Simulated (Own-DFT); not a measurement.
Simulation results for SiC (2H silicon carbide, strained, atoms displaced)

All values are calculated (Own-DFT development build). A calculation, not a measurement: plane-wave PBE density functional theory by an unreviewed code, no spin, of a simulated periodic cell, stress positive in tension, free energy of the whole cell less one offset for each atom, forces on such cells passed a denser k mesh, this cell's mesh not checked; offsets are fitted by least squares, one for each functional and potential file, so energies compare only between cells with the same atoms and settings and are not formation energies; the far tail of each file's local potential was reset to the Coulomb form; each entry is a single point on an unrelaxed cell, so the pressure reflects the starting lattice, mostly measured values (interpolated for alloys), from which strain is counted, and rises with the displacements; printed positions are rounded, which can move forces by about a meV/angstrom; the program, named Own-DFT, is a retired in-house code; no spin-orbit coupling.

Common to all runs: functional PBE; potential files PseudoDojo norm-conserving, scalar-relativistic, standard set; wave cutoff 42 hartree; occupations Fermi-Dirac; smearing width 0.1 eV; hardware one NVIDIA H100; k mesh 4 x 4 x 3 centred on Gamma.

(1) SiC (2H silicon carbide, strained, atoms displaced)

```cif
# cell vector a (Å): 9.0653 0.1174 0.0779
# cell vector b (Å): -4.4310 7.9873 0.0346
# cell vector c (Å): 0.0849 0.0925 9.9618
data_SiC
_symmetry_space_group_name_H-M 'P 1'
_symmetry_Int_Tables_number 1
_cell_length_a 9.0664
_cell_length_b 9.1341
_cell_length_c 9.9626
_cell_angle_alpha 89.555
_cell_angle_beta 89.013
_cell_angle_gamma 118.274
_cell_volume 726.38
loop_
_atom_site_label
_atom_site_type_symbol
_atom_site_fract_x
_atom_site_fract_y
_atom_site_fract_z
_atom_site_occupancy
Si1 Si 0.99618 0.99452 0.00343 1
Si2 Si 0.11698 0.21957 0.25321 1
C1 C 0.00144 0.99851 0.18972 1
C2 C 0.10657 0.22172 0.43756 1
Si3 Si 0.00788 0.00089 0.50304 1
Si4 Si 0.10907 0.21779 0.74228 1
C3 C 0.00242 0.99946 0.69126 1
C4 C 0.10769 0.21978 0.93515 1
Si5 Si 0.00275 0.32202 0.99493 1
Si6 Si 0.10763 0.55254 0.24640 1
C5 C 0.00146 0.33935 0.19098 1
C6 C 0.11639 0.55336 0.44157 1
Si7 Si 0.99458 0.32945 0.50383 1
Si8 Si 0.11291 0.55688 0.74331 1
C7 C 0.00658 0.34302 0.68813 1
C8 C 0.10742 0.55274 0.93030 1
Si9 Si 0.98730 0.65976 0.99585 1
Si10 Si 0.12343 0.89095 0.25119 1
C9 C 0.00018 0.66577 0.18068 1
C10 C 0.10309 0.88875 0.43702 1
Si11 Si 0.00906 0.66915 0.50060 1
Si12 Si 0.11323 0.90018 0.74377 1
C11 C 0.00589 0.66400 0.67840 1
C12 C 0.11679 0.89549 0.93629 1
Si13 Si 0.33817 0.00675 0.99794 1
Si14 Si 0.44289 0.22239 0.25555 1
C13 C 0.34231 0.00555 0.18814 1
C14 C 0.44010 0.22075 0.43961 1
Si15 Si 0.33786 0.00259 0.49418 1
Si16 Si 0.44767 0.21753 0.74996 1
C15 C 0.34014 0.00902 0.68805 1
C16 C 0.45184 0.23070 0.93479 1
Si17 Si 0.32271 0.32152 0.00264 1
Si18 Si 0.44442 0.56601 0.25515 1
C17 C 0.32760 0.32894 0.18901 1
C18 C 0.44953 0.56070 0.44379 1
Si19 Si 0.34233 0.33184 0.49884 1
Si20 Si 0.44142 0.55677 0.75372 1
C19 C 0.33544 0.33407 0.68401 1
C20 C 0.44945 0.55896 0.94183 1
Si21 Si 0.33403 0.66930 0.00189 1
Si22 Si 0.45050 0.89953 0.24733 1
C21 C 0.32236 0.66940 0.18590 1
C22 C 0.44958 0.89281 0.44331 1
Si23 Si 0.34665 0.67735 0.49863 1
Si24 Si 0.44490 0.90051 0.74912 1
C23 C 0.33332 0.67115 0.68278 1
C24 C 0.43780 0.87330 0.93574 1
Si25 Si 0.66556 0.99823 0.00036 1
Si26 Si 0.77548 0.22875 0.24733 1
C25 C 0.65794 0.00045 0.18792 1
C26 C 0.78226 0.22890 0.44087 1
Si27 Si 0.67747 0.99701 0.49666 1
Si28 Si 0.78097 0.22635 0.74879 1
C27 C 0.65412 0.99799 0.69400 1
C28 C 0.77202 0.21501 0.93926 1
Si29 Si 0.66832 0.33517 0.01483 1
Si30 Si 0.78461 0.56361 0.25480 1
C29 C 0.66736 0.33583 0.19114 1
C30 C 0.78334 0.56380 0.44075 1
Si31 Si 0.66883 0.34124 0.49941 1
Si32 Si 0.77952 0.56195 0.74797 1
C31 C 0.65871 0.32539 0.68216 1
C32 C 0.77307 0.53764 0.93437 1
Si33 Si 0.67820 0.66798 0.99929 1
Si34 Si 0.76858 0.88445 0.25799 1
C33 C 0.66727 0.66067 0.19160 1
C34 C 0.77638 0.88630 0.43694 1
Si35 Si 0.67064 0.67201 0.49783 1
Si36 Si 0.78040 0.88834 0.73889 1
C35 C 0.66438 0.66944 0.69244 1
C36 C 0.77651 0.88272 0.93137 1
```

* free energy of cell above offsets: -5.098 eV
* pressure: 11.34 GPa
* stress xx: -16.29 GPa
* stress yy: -4.14 GPa
* stress zz: -13.59 GPa
* stress yz: 3.65 GPa
* stress xz: 3.68 GPa
* stress xy: 6.7 GPa
* wall time: 336 s

Force:
```tsv
element	x (eV/Å)	y (eV/Å)	z (eV/Å)
Si	-0.305	0.488	-0.835
Si	-2.587	-0.313	-0.423
C	-0.586	-0.152	0.565
C	1.707	-0.368	1.079
Si	-2.264	1.095	-0.687
Si	0.403	1.697	1.241
C	-2.016	1.006	-2.21
C	2.165	-1.868	-0.843
Si	-3.428	2.785	1.316
Si	-0.183	0.213	1.286
C	0.621	-1.971	-1.251
C	0.056	0.539	-1.305
Si	0.783	1.608	-0.828
Si	0.906	0.606	1.189
C	-0.43	-2.305	-0.1
C	0.572	-0.285	1.09
Si	2.413	0.938	-0.719
Si	-1.965	-0.821	-1.172
C	-0.368	0.865	1.391
C	3.508	-0.442	-0.163
Si	-0.591	-0.565	-1.425
Si	3.152	-2.741	1.867
C	-2.279	1.825	2.402
C	-0.297	-1.208	-0.247
Si	0.406	-0.973	-0.39
Si	-0.009	0.439	-1.233
C	-1.363	0.78	-0.154
C	2.452	-0.054	-0.997
Si	-0.966	-0.332	1.641
Si	-1.343	1.791	0.001
C	-1.843	-0.799	-1.262
C	0.209	-1.335	1.356
Si	0.55	2.328	-0.83
Si	0.047	-1.609	-1.147
C	1.088	1.446	0.449
C	0.922	-0.821	-1.279
Si	-3.659	1.446	0.716
Si	-0.193	-0.119	-0.173
C	0.038	-0.124	1.038
C	0.017	-1.266	0.316
Si	-0.732	-2.32	-0.895
Si	-0.848	-2.844	1.355
C	2.14	1.118	1.071
C	0.827	0.495	-2.118
Si	-1.977	-1.655	0.69
Si	0.011	-3.688	0.874
C	0.516	0.698	1.024
C	-0.281	3.967	0.243
Si	-0.249	-1.211	-1.063
Si	2.276	-1.01	1.129
C	2.733	1.061	0.038
C	-0.541	-1.407	-0.998
Si	-3.738	2.241	1.872
Si	-0.465	-0.667	0.345
C	4.036	1.753	-2.149
C	0.504	0.809	0.247
Si	-0.024	-1.531	-3.568
Si	0.502	-1.025	-0.27
C	-1.325	1.072	1.782
C	0.762	-0.711	-0.235
Si	0.137	-0.835	-0.102
Si	0.845	-1.925	-0.598
C	1.042	2.334	0.944
C	-0.479	2.485	0.272
Si	-1.859	-1.052	-0.081
Si	1.429	0.606	-2.888
C	-1.375	1.621	-0.521
C	1.995	0.319	1.155
Si	-0.4	-0.976	1.478
Si	-1.903	-0.025	2.396
C	0.458	0.012	-1.611
C	0.641	0.864	0.911
```

(2) SiC (2H silicon carbide, strained, atoms displaced)

```cif
# cell vector a (Å): 9.2124 0.1284 -0.0652
# cell vector b (Å): -4.4950 7.8046 -0.0553
# cell vector c (Å): -0.0710 -0.1105 10.0524
data_SiC
_symmetry_space_group_name_H-M 'P 1'
_symmetry_Int_Tables_number 1
_cell_length_a 9.2135
_cell_length_b 9.0067
_cell_length_c 10.0533
_cell_angle_alpha 90.696
_cell_angle_beta 90.819
_cell_angle_gamma 119.137
_cell_volume 728.44
loop_
_atom_site_label
_atom_site_type_symbol
_atom_site_fract_x
_atom_site_fract_y
_atom_site_fract_z
_atom_site_occupancy
Si1 Si 0.00206 0.00185 0.00295 1
Si2 Si 0.11186 0.21426 0.25797 1
C1 C 0.99753 0.99067 0.17726 1
C2 C 0.10638 0.21874 0.44012 1
Si3 Si 0.99748 0.00312 0.50517 1
Si4 Si 0.11812 0.22235 0.74398 1
C3 C 0.00487 0.99828 0.68811 1
C4 C 0.10812 0.20974 0.93886 1
Si5 Si 0.00294 0.33660 0.99829 1
Si6 Si 0.12533 0.56262 0.25728 1
C5 C 0.00082 0.32888 0.19290 1
C6 C 0.10312 0.54873 0.42920 1
Si7 Si 0.00481 0.33271 0.50409 1
Si8 Si 0.10692 0.54604 0.74794 1
C7 C 0.00346 0.32389 0.69221 1
C8 C 0.09994 0.54261 0.93128 1
Si9 Si 0.00453 0.67359 0.99530 1
Si10 Si 0.12266 0.89679 0.25562 1
C9 C 0.99520 0.65569 0.18827 1
C10 C 0.11050 0.88778 0.43647 1
Si11 Si 0.00382 0.66546 0.50417 1
Si12 Si 0.11172 0.88922 0.74321 1
C11 C 0.98874 0.65203 0.68106 1
C12 C 0.10864 0.89662 0.93237 1
Si13 Si 0.32753 0.99054 0.99513 1
Si14 Si 0.44122 0.22880 0.24225 1
C13 C 0.33684 0.99831 0.18731 1
C14 C 0.44204 0.22774 0.43994 1
Si15 Si 0.34156 0.01472 0.50714 1
Si16 Si 0.43808 0.22463 0.75282 1
C15 C 0.34528 0.00931 0.68143 1
C16 C 0.44394 0.22058 0.94324 1
Si17 Si 0.33455 0.31627 0.99482 1
Si18 Si 0.43877 0.55107 0.25338 1
C17 C 0.33376 0.33323 0.18955 1
C18 C 0.43768 0.55142 0.44157 1
Si19 Si 0.35040 0.34617 0.50749 1
Si20 Si 0.44686 0.55104 0.74772 1
C19 C 0.33749 0.33957 0.69329 1
C20 C 0.43922 0.55466 0.93300 1
Si21 Si 0.33084 0.66447 0.99574 1
Si22 Si 0.44426 0.89104 0.23820 1
C21 C 0.34249 0.66866 0.18752 1
C22 C 0.44736 0.88484 0.43926 1
Si23 Si 0.33222 0.65868 0.50509 1
Si24 Si 0.43652 0.88500 0.76130 1
C23 C 0.33216 0.66476 0.68690 1
C24 C 0.44825 0.88899 0.93080 1
Si25 Si 0.65916 0.98901 0.99515 1
Si26 Si 0.77240 0.21911 0.25029 1
C25 C 0.66296 0.00354 0.19386 1
C26 C 0.78405 0.22892 0.44154 1
Si27 Si 0.67165 0.00790 0.49920 1
Si28 Si 0.77097 0.22163 0.74878 1
C27 C 0.66897 0.99509 0.68275 1
C28 C 0.77655 0.22484 0.94217 1
Si29 Si 0.66072 0.32676 0.99873 1
Si30 Si 0.77495 0.55588 0.24653 1
C29 C 0.66653 0.33960 0.18866 1
C30 C 0.77530 0.55445 0.43930 1
Si31 Si 0.66465 0.34047 0.50820 1
Si32 Si 0.78049 0.55004 0.75707 1
C31 C 0.66813 0.33367 0.68200 1
C32 C 0.76911 0.55575 0.93198 1
Si33 Si 0.67637 0.68068 0.99727 1
Si34 Si 0.77479 0.88038 0.26001 1
C33 C 0.67596 0.66851 0.18896 1
C34 C 0.77390 0.88689 0.44313 1
Si35 Si 0.66429 0.67315 0.49951 1
Si36 Si 0.76756 0.88307 0.74286 1
C35 C 0.67266 0.66334 0.69150 1
C36 C 0.77192 0.88891 0.93737 1
```

- free energy of cell above offsets: -3.628 eV
- pressure: 11.47 GPa
- stress xx: -7.88 GPa
- stress yy: -15.57 GPa
- stress zz: -10.96 GPa
- stress yz: -2.6 GPa
- stress xz: -2.05 GPa
- stress xy: 9.26 GPa
- wall time: 333.8 s

Force:
```tsv
element	x (eV/Å)	y (eV/Å)	z (eV/Å)
Si	-1.683	-0.847	-1.526
Si	-1.001	0.422	-2.006
C	-0.061	0.517	4.181
C	1.861	0.577	0.795
Si	1.071	-1.158	-0.999
Si	-0.221	-1.08	2.268
C	-1.657	-0.125	-0.321
C	0.084	2.558	-1.236
Si	0.221	-2.471	1.891
Si	-1.618	-1.627	-3.321
C	0.076	0.448	-0.761
C	1.591	0.868	4.096
Si	-1.351	0.11	-0.78
Si	0.39	0.792	-0.364
C	-1.982	0.558	-1.09
C	0.619	3.346	0.437
Si	-0.822	-1.696	1.121
Si	-1.146	-2.291	-1.571
C	0.898	2.039	-0.514
C	0.286	0.982	1.764
Si	-1.303	-0.208	-2.667
Si	0.964	-0.919	0.202
C	1.433	1.542	2.303
C	1.904	-1.608	-0.463
Si	-0.247	1.076	0.973
Si	2.702	-0.859	2.032
C	-1.739	0.916	-1.348
C	1.461	0.108	-0.885
Si	0.527	-2.619	-3.45
Si	2.515	0.089	0.164
C	-1.487	-1.414	3.474
C	2.182	-2.247	-2.219
Si	-4.539	3.685	1.884
Si	1.915	0.831	-0.551
C	-1.662	-0.324	-1.149
C	1.305	1.37	-0.913
Si	-2.311	-2.744	-0.525
Si	-0.217	3.084	1.409
C	-0.288	-1.735	-1.466
C	1.558	-0.661	0.986
Si	-0.115	-1.24	0.332
Si	1.525	-0.265	3.685
C	-1.485	-0.337	-1.121
C	-1.022	0.766	-0.544
Si	-2.17	2.138	-1.192
Si	1.579	0.486	-5.735
C	-0.411	-0.514	1.074
C	-1.714	-0.961	3.392
Si	0.502	3.044	2.041
Si	0.933	2.323	0.734
C	1.215	-2.016	-1.908
C	-0.919	-0.232	-0.093
Si	-1.265	-0.775	-0.378
Si	1.982	-0.919	0.58
C	-2.386	0.872	1.16
C	0.458	-1.27	-1.322
Si	0.522	2.011	1.161
Si	2.18	0.107	1.76
C	-0.405	-2.012	-0.805
C	-0.228	1.14	-0.394
Si	1.092	-0.639	-3.467
Si	-0.775	0.561	-2.295
C	-1.386	-0.491	3.226
C	1.677	-0.219	2.213
Si	-1.439	-3.041	0.859
Si	-0.028	1.995	-1.747
C	-2.964	-0.396	-0.768
C	0.751	1.262	-0.385
Si	1.378	-1.919	0.848
Si	2.384	0.855	1.836
C	-1.423	-0.784	-1.265
C	1.727	1.183	-1.342
```

(3) SiC (2H silicon carbide, strained, atoms displaced)

```cif
# cell vector a (Å): 9.2798 -0.1224 0.0500
# cell vector b (Å): -4.7459 8.0997 -0.0138
# cell vector c (Å): 0.0544 0.0141 9.9104
data_SiC
_symmetry_space_group_name_H-M 'P 1'
_symmetry_Int_Tables_number 1
_cell_length_a 9.2807
_cell_length_b 9.3877
_cell_length_c 9.9106
_cell_angle_alpha 90.173
_cell_angle_beta 89.378
_cell_angle_gamma 121.123
_cell_volume 739.12
loop_
_atom_site_label
_atom_site_type_symbol
_atom_site_fract_x
_atom_site_fract_y
_atom_site_fract_z
_atom_site_occupancy
Si1 Si 0.98717 0.99560 0.00669 1
Si2 Si 0.10997 0.22499 0.25040 1
C1 C 0.99852 0.99690 0.18539 1
C2 C 0.11176 0.23202 0.44083 1
Si3 Si 0.99610 0.99545 0.49620 1
Si4 Si 0.11327 0.22542 0.74702 1
C3 C 0.00580 0.01125 0.68503 1
C4 C 0.10353 0.20909 0.93875 1
Si5 Si 0.99789 0.33630 0.00083 1
Si6 Si 0.10662 0.55100 0.25661 1
C5 C 0.99967 0.33022 0.17579 1
C6 C 0.11143 0.55058 0.42825 1
Si7 Si 0.00846 0.33936 0.49237 1
Si8 Si 0.11384 0.55010 0.75942 1
C7 C 0.00232 0.31874 0.68651 1
C8 C 0.10958 0.55552 0.94091 1
Si9 Si 0.00630 0.66485 0.99706 1
Si10 Si 0.11491 0.88964 0.25717 1
C9 C 0.01107 0.67349 0.19058 1
C10 C 0.11081 0.90010 0.43956 1
Si11 Si 0.99737 0.65790 0.49525 1
Si12 Si 0.11242 0.89594 0.75825 1
C11 C 0.99553 0.65193 0.69734 1
C12 C 0.11304 0.88313 0.93736 1
Si13 Si 0.33088 0.99774 0.99966 1
Si14 Si 0.44523 0.22338 0.25149 1
C13 C 0.33707 0.00095 0.18770 1
C14 C 0.43543 0.21579 0.43749 1
Si15 Si 0.32403 0.99116 0.50028 1
Si16 Si 0.44748 0.22389 0.74052 1
C15 C 0.33705 0.00702 0.68498 1
C16 C 0.43620 0.21419 0.93689 1
Si17 Si 0.33207 0.34044 0.99199 1
Si18 Si 0.43787 0.55166 0.24472 1
C17 C 0.33287 0.33815 0.18874 1
C18 C 0.43497 0.54229 0.43695 1
Si19 Si 0.33569 0.33927 0.49845 1
Si20 Si 0.43942 0.55260 0.75236 1
C19 C 0.32326 0.31799 0.68294 1
C20 C 0.44362 0.55349 0.93130 1
Si21 Si 0.32938 0.67043 0.00802 1
Si22 Si 0.44225 0.88742 0.23995 1
C21 C 0.33205 0.67268 0.19454 1
C22 C 0.45060 0.89668 0.43810 1
Si23 Si 0.32752 0.66464 0.49422 1
Si24 Si 0.45347 0.89462 0.75368 1
C23 C 0.32700 0.65693 0.68614 1
C24 C 0.43243 0.88274 0.94064 1
Si25 Si 0.65707 0.99570 0.98718 1
Si26 Si 0.78455 0.21521 0.25006 1
C25 C 0.65559 0.99199 0.18500 1
C26 C 0.77694 0.22135 0.44350 1
Si27 Si 0.65690 0.99685 0.49275 1
Si28 Si 0.77555 0.22822 0.75390 1
C27 C 0.66344 0.99618 0.68329 1
C28 C 0.77950 0.22022 0.94333 1
Si29 Si 0.67457 0.33313 0.00521 1
Si30 Si 0.77622 0.54799 0.25018 1
C29 C 0.66549 0.33662 0.18538 1
C30 C 0.77433 0.56473 0.42929 1
Si31 Si 0.65882 0.32560 0.50194 1
Si32 Si 0.77848 0.55483 0.74664 1
C31 C 0.66646 0.34126 0.68573 1
C32 C 0.77627 0.55849 0.93749 1
Si33 Si 0.67971 0.67806 0.99140 1
Si34 Si 0.76959 0.89390 0.25827 1
C33 C 0.66313 0.67003 0.18376 1
C34 C 0.78229 0.88720 0.43364 1
Si35 Si 0.66650 0.66936 0.49604 1
Si36 Si 0.77371 0.88961 0.74625 1
C35 C 0.65647 0.66909 0.68920 1
C36 C 0.77487 0.88455 0.93577 1
```

* free energy of cell above offsets: -4.478 eV
* pressure: 7.76 GPa
* stress xx: -2.75 GPa
* stress yy: -3.4 GPa
* stress zz: -17.13 GPa
* stress yz: 0.78 GPa
* stress xz: 1.72 GPa
* stress xy: -6.06 GPa
* wall time: 347.7 s

Force:
```tsv
element	x (eV/Å)	y (eV/Å)	z (eV/Å)
Si	2.171	0.125	-1.763
Si	0.67	-0.667	-0.691
C	-0.411	0.418	2.685
C	0.872	-2.001	-1.536
Si	-0.306	2.501	1.282
Si	0.156	-1.785	1.333
C	-0.209	-2.823	0.332
C	-0.679	2.297	-0.407
Si	1.819	-1.191	-2.401
Si	-0.178	0.561	-4.809
C	0.098	0.566	4.208
C	-1.12	1.009	3.589
Si	-1.355	-1.645	2.489
Si	-0.665	-0.662	-2.419
C	-2.881	2.927	0.022
C	0.868	-0.624	0.784
Si	-1.952	0.592	0.87
Si	-0.797	0.409	-2.184
C	-0.735	-1.549	-0.069
C	1.098	-2.864	0.255
Si	-0.931	1.044	1.245
Si	0.131	-0.745	-2.538
C	0.82	2.149	-2.204
C	-1.469	0.529	1.613
Si	-0.823	0.828	0.109
Si	-0.631	0.046	-0.929
C	-0.604	0.195	0.298
C	0.551	0.488	0.488
Si	0.97	1.692	-0.005
Si	-1.412	-0.397	2.021
C	0.641	-1.836	0.892
C	1.056	1.633	-0.383
Si	0.861	-2.367	1.332
Si	0.908	1.193	0.555
C	0.325	-1.231	-1.056
C	0.012	3.995	-0.805
Si	-0.044	-2.819	0.303
Si	-0.469	-0.821	-2.189
C	1.485	2.835	0.744
C	-0.639	1.625	2.195
Si	1.258	-1.527	-1.1
Si	-1.062	0.974	2.389
C	0.3	-2.103	-0.698
C	-2.659	-2.645	-1.521
Si	1.766	0.297	0.933
Si	-2.495	-1.849	-1.578
C	0.14	1.558	0.14
C	1.022	0.79	-0.573
Si	1.36	-0.271	2.223
Si	-2.497	0.434	-0.354
C	1.796	1.678	-0.58
C	0.323	0.407	-1.278
Si	2.964	1.036	1.7
Si	1.246	-0.766	-1.508
C	0.289	1.397	0.904
C	-1.063	0.14	-1.178
Si	-2.606	0.113	-1.913
Si	-0.872	2.451	-2.064
C	1.551	-1.2	1.703
C	1.46	-1.916	2.599
Si	-0.103	1.227	-1.685
Si	-1.623	0.89	0.888
C	1.177	-1.033	0.389
C	1.498	-0.803	-0.019
Si	-1.674	-3.204	2
Si	1.621	-1.613	-3.944
C	0.756	-0.088	0.45
C	-2.222	0.435	2.207
Si	-1.013	-0.815	0.501
Si	1.115	0.558	-0.325
C	2.278	-0.308	-0.991
C	-1.232	2.128	-0.973
```
